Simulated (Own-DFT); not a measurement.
# Strain and stress in wurtzite AlGaN with randomly placed atoms, 128 atoms (Al40Ga24N64)

All numbers below are calculated, not measured. The program, named Own-DFT, is a retired in-house plane-wave density functional code that no person has reviewed. Each row is one single-point run on a periodic cell that was not relaxed, without spin or spin-orbit coupling.

Settings of every run: PBE; PseudoDojo norm-conserving scalar-relativistic files; cutoff 42 hartree; 3 x 3 x 3 k mesh centred on Gamma; Fermi-Dirac smearing of 0.05 eV.

Known limits: forces on such cells passed a denser k mesh, each cell not checked; stress not checked against mesh or cutoff.

Unstrained cell vectors in Å: (12.563, 0.000, 0.000); (-6.282, 10.880, 0.000); (0.000, 0.000, 10.116). The unstrained cell has measured lattice constants (interpolated for alloys), not those of this functional. That, the random moves and any unrelaxed bonds set the pressure at no strain. Each run strains this cell uniformly, with the atoms carried along. Every atom was also moved at random, by a Gaussian of width 0.05 Å on each axis. The random placing of the alloy's atoms differs from row to row. Strain is the symmetric tensor, in per cent. Stress is positive in tension, and the pressure is minus a third of its trace.

```
run,e_xx (%),e_yy (%),e_zz (%),s_xx (GPa),s_yy (GPa),s_zz (GPa),P (GPa),E (meV/atom)
1,0.25,0.25,0.00,-5.93,-6.08,-4.96,5.66,10.5
2,-0.50,-0.50,0.00,-9.96,-9.52,-8.62,9.37,28.6
3,2.25,2.25,0.00,4.89,5.25,-6.53,-1.21,21.7
4,-3.00,-3.00,0.00,-27.55,-26.60,-12.03,22.06,84.4
5,2.75,2.75,0.00,6.59,6.30,-2.38,-3.50,17.2
6,-2.50,-2.50,0.00,-22.72,-23.90,-10.60,19.07,68.8
7,0.50,0.50,0.00,-3.99,-4.61,-4.21,4.27,0.0
8,1.75,1.75,0.00,?,?,?,?,?
```

E is the free energy for each atom above the lowest run shown.

## Worked fit

The change of volume is close to e_xx + e_yy + e_zz. A straight line through the runs shown gives P = 7.89 - 221 x (fractional change of volume) GPa, with an error of 11 on the slope and a scatter of 1.17 GPa. The strain isn't the same on all axes and the cell isn't cubic, so the slope belongs to this path and is not the bulk modulus.

## Withheld run

Question: what pressure should run 8 give? Its volume changes by 3.53 %.

The line gives 0.1 GPa. The calculation gave 0.31 GPa.
